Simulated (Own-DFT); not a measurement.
# Strain and stress in bcc W, 16 atoms (W16)

These are calculations, not measurements. The program, named Own-DFT, is a retired in-house plane-wave density functional code that no person has reviewed. Each row is one single-point run on a periodic cell that was not relaxed, without spin or spin-orbit coupling.

Settings of every run: PBE; PseudoDojo norm-conserving scalar-relativistic files; cutoff 50 hartree; 5 x 5 x 5 k mesh centred on Gamma; cold (Marzari-Vanderbilt) smearing of 0.2 eV.

Known limits: forces on such cells failed a check on a denser k mesh; stress not checked against mesh or cutoff.

Unstrained cell vectors in Å: (6.330, 0.000, 0.000); (0.000, 6.330, 0.000); (0.000, 0.000, 6.330). The unstrained cell has measured lattice constants (interpolated for alloys), not those of this functional. That, the random moves and any unrelaxed bonds set the pressure at no strain. Each run strains this cell uniformly, with the atoms carried along. Every atom was also moved at random, by a Gaussian of width 0.05 Å on each axis. Strain is the symmetric tensor, in per cent. Stress is positive in tension, and the pressure is minus a third of its trace.

```
run,e_xx (%),e_yy (%),e_zz (%),e_yz (%),e_xz (%),e_xy (%),s_xx (GPa),s_yy (GPa),s_zz (GPa),s_yz (GPa),s_xz (GPa),s_xy (GPa),P (GPa),E (meV/atom)
1,1.16,0.48,-0.13,0.94,0.92,-1.12,-1.08,-2.70,-5.32,3.32,2.84,-3.63,3.04,6.6
2,0.30,-0.61,1.99,1.40,1.69,-1.93,-3.83,-7.01,1.03,4.74,5.47,-6.15,3.27,29.6
3,0.20,0.54,0.96,-0.88,-0.43,1.37,-3.37,-2.51,-1.01,-2.21,-0.96,3.92,2.30,0.0
4,-1.24,-0.22,1.07,0.15,0.28,-0.39,-12.41,-9.10,-4.54,0.45,0.86,-0.76,8.68,3.3
5,1.55,-0.24,-0.29,1.88,-1.33,1.24,-1.27,-6.87,-7.08,6.03,-4.65,4.72,5.08,28.0
6,0.99,1.56,1.12,0.18,0.54,-0.99,2.75,4.72,2.66,0.66,1.51,-2.87,-3.38,5.3
7,-1.37,-0.56,-1.68,0.23,1.94,1.95,-20.93,-18.37,-22.25,-0.24,6.65,6.77,20.52,53.8
8,-2.00,0.10,0.15,0.56,-1.29,0.16,-19.24,-11.45,-11.34,1.76,-4.55,0.34,14.01,39.3
9,0.20,-1.23,0.18,-0.27,-1.19,0.05,-8.99,-14.10,-9.06,-0.85,-3.47,-0.08,10.72,26.3
10,-0.18,1.55,-1.60,1.07,1.93,-0.83,-8.41,-3.23,-13.44,3.86,5.98,-3.11,8.36,5.3
11,1.61,-1.71,-0.73,-1.46,-0.36,1.22,-5.06,-15.47,-12.20,-4.26,-0.66,3.59,10.91,24.7
12,1.04,-1.04,0.99,-0.55,0.25,-1.28,-2.38,-9.08,-2.45,-1.68,0.57,-3.64,4.64,6.3
13,-0.26,-0.67,-0.37,-1.10,0.41,1.47,-11.64,-12.66,-11.46,-3.59,1.67,4.92,11.92,12.0
14,-0.38,-1.78,-1.87,0.72,-1.92,1.24,-20.01,-24.46,-25.90,3.56,-6.96,4.86,23.46,105.1
15,0.90,-1.77,-1.59,1.85,-1.97,0.49,?,?,?,?,?,?,?,?
```

E is the free energy for each atom above the lowest run shown.

## Worked fit

Each stress component was fitted by least squares to a constant and the strains of the runs shown, as fractions, with shears doubled. Shear strains stay in the fit of a normal stress only where such slopes are resolved. The slopes, in GPa:

```
stress,at no strain,per e_xx,per e_yy,per e_zz,scatter
s_xx,-8.2,547 ± 17,243 ± 18,232 ± 16,0.67
s_yy,-8.1,219 ± 16,566 ± 16,231 ± 15,0.61
s_zz,-8.2,213 ± 26,237 ± 28,567 ± 25,1.02
```

Each shear stress against twice its own strain: yz 157 ± 9, xz 171 ± 4, xy 166 ± 8 GPa. These are stiffnesses along x, y and z of the frame in which the cell vectors are given, which need not be the crystal's axes. The atoms are held to the strained lattice; where symmetry lets them move under strain, relaxing them would lower some slopes. The table should be nearly symmetric about its diagonal, and what it lacks of that shows the noise. A ninth of its sum, 339 ± 9 GPa, estimates the bulk modulus near the mean pressure of these runs, 8.8 GPa, so it lies above the value at zero pressure.

## Withheld run

Question: what normal stresses and pressure should run 15 give?

The fit gives s_xx = -11.3, s_yy = -19.8, s_zz = -19.5 and P = 16.9 GPa. The calculation gave -11.26, -20.73, -19.09 and P = 17.03 GPa.
